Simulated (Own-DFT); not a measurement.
# One cell, two functionals

All numbers below are calculated, not measured. They come from Own-DFT, an in-house plane-wave density functional program, since retired, whose code no person has reviewed. Each row is one single-point run on a periodic cell that was not relaxed, without spin or spin-orbit coupling.

Known limits, some of them of some rows only: forces on such cells failed a check on a denser k mesh; forces on such cells moved up to 12 meV/angstrom on a denser k mesh; forces on such cells passed a denser k mesh, each cell not checked; stress not checked against mesh or cutoff.

Each cell was run twice at the same cutoff, k mesh and smearing, with PBE and with PBEsol, on PseudoDojo norm-conserving files made for PBE. Atoms were moved at random from their sites; u is the rms move along one axis. Files made for PBEsol would give a somewhat different change.

| cell | atoms | volume (Å³/atom) | u (Å) | cutoff (hartree) | P with PBE (GPa) | P with PBEsol (GPa) | change (GPa) |
|---|---|---|---|---|---|---|---|
| C40 NbSi2 (Nb12Si24) | 36 | 14.51 | 0.049 | 42 | 4.03 | 0.35 | -3.68 |
| C40 NbSi2 (Nb12Si24) | 36 | 14.64 | 0.095 | 42 | 6.33 | 2.69 | -3.64 |
| C40 NbSi2 (Nb12Si24) | 36 | 14.66 | 0.049 | 42 | 3.00 | -0.65 | -3.66 |
| D0_22 TiAl3 (Al30Ti10) | 40 | 15.56 | 0.053 | 42 | 3.72 | 1.80 | -1.92 |
| D0_22 TiAl3 (Al30Ti10) | 40 | 15.63 | 0.099 | 42 | 5.20 | 3.29 | -1.91 |
| D0_22 TiAl3 (Al30Ti10) | 40 | 15.63 | 0.019 | 42 | 1.98 | ? | ? |
| L1_0 TiAl (Al16Ti16) | 32 | 16.06 | 0.111 | 42 | 4.58 | 1.73 | -2.85 |
| L1_0 TiAl (Al16Ti16) | 32 | 16.06 | 0.149 | 42 | 8.24 | 5.39 | -2.85 |
| L1_0 TiAl (Al16Ti16) | 32 | 16.06 | 0.092 | 42 | 3.24 | 0.40 | -2.85 |
| beta-Si3N4 (N64Si48) | 112 | 10.52 | 0.049 | 42 | 5.38 | 2.99 | -2.39 |
| beta-Si3N4 (N24Si18) | 42 | 10.15 | 0.051 | 42 | 15.31 | 12.86 | -2.45 |
| beta-Si3N4 (N64Si48) | 112 | 10.52 | 0.049 | 42 | 5.10 | 2.71 | -2.39 |

## Worked reading

Mean change of pressure by composition, in GPa: NbSi2, -3.66; AlTi, -2.85; N4Si3, -2.41; Al3Ti, -1.91. At a fixed cell PBEsol gives the lower pressure, because it favours a smaller volume than PBE. Here the change varies more between materials than between cells of one material.

## Withheld value

Question: what PBEsol pressure should the Al30Ti10 cell with the blank give?

Adding the mean change of the cells with its composition, -1.91 GPa, to 1.98 gives 0.1 GPa. The calculation gave 0.07 GPa.
